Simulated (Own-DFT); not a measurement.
# One host, several defects: zincblende GaAs

Source: density functional calculations with Own-DFT, an unreviewed in-house program that is no longer used. Nothing was measured or relaxed, and spin and spin-orbit coupling are left out.

Settings: PBE; PseudoDojo norm-conserving scalar-relativistic files; cutoff 42 hartree; 3 x 3 x 3 k mesh centred on Gamma; Fermi-Dirac smearing of 0.1 eV.

Caveats (not all hold for every row): not probed for a lower state with spin; forces not confirmed at this smearing and k mesh; stress not checked against mesh or cutoff.

All runs share one cell, with vectors in Å (10.862, 0.000, 0.000); (0.000, 10.862, 0.000); (0.000, 0.000, 11.796) and a volume of 1391.7 Å³, strained against the parent crystal. The atoms are randomly displaced, by u rms on each axis. The defect's site can differ from row to row.

```
                             cell     formula   u (Å)  P (GPa)
                        no defect    As32Ga32  0.0291     6.68
                        no defect    As32Ga32  0.0490     7.04
                        no defect    As32Ga32  0.0510     7.17
one As vacancy and one Ga vacancy    As31Ga31  0.0291     5.94
one As vacancy and one Ga vacancy    As31Ga31  0.0302     5.95
one As vacancy and one Ga vacancy    As31Ga31  0.0486     6.27
              one Al on a Ga site  AlAs32Ga31  0.0301        ?
              one Al on a Ga site  AlAs32Ga31  0.0326     6.66
              one Al on a Ga site  AlAs32Ga31  0.0476     7.05
              one Al on a Ga site  AlAs32Ga31  0.0476     6.98
              one In on a Ga site  As32Ga31In  0.0286     7.40
              one In on a Ga site  As32Ga31In  0.0296     7.39
              one In on a Ga site  As32Ga31In  0.0300     7.43
              one P on an As site   As31Ga32P  0.0286     6.34
              one P on an As site   As31Ga32P  0.0482     6.71
              one P on an As site   As31Ga32P  0.0535     6.84
```

## Analysis

P = P0 + c u² + a shift for each defect gives P0 = 6.47 GPa, c = 252 ± 13 GPa/Å² and a scatter of 0.03 GPa. The shifts, and each times the cell's volume:

- one In on a Ga site: 0.72 ± 0.03 GPa, 6.2 eV
- one Al on a Ga site: -0.05 ± 0.03 GPa, -0.4 eV (not resolved)
- one P on an As site: -0.34 ± 0.03 GPa, -3.0 eV
- one As vacancy and one Ga vacancy: -0.77 ± 0.03 GPa, -6.7 eV

Positive is outwards. The product with the volume (160.2 GPa Å³ to the eV) is nearly free of the cell's size; divided by the bulk modulus at the cell's pressure it gives the volume that the defect adds. The atoms around the defects weren't relaxed, which would change these numbers.

## The run left out

Question: what pressure belongs in the blank (one Al on a Ga site, u = 0.0301 Å)?

Estimate: 6.65 ± 0.04 GPa. DFT gave 6.66 GPa.
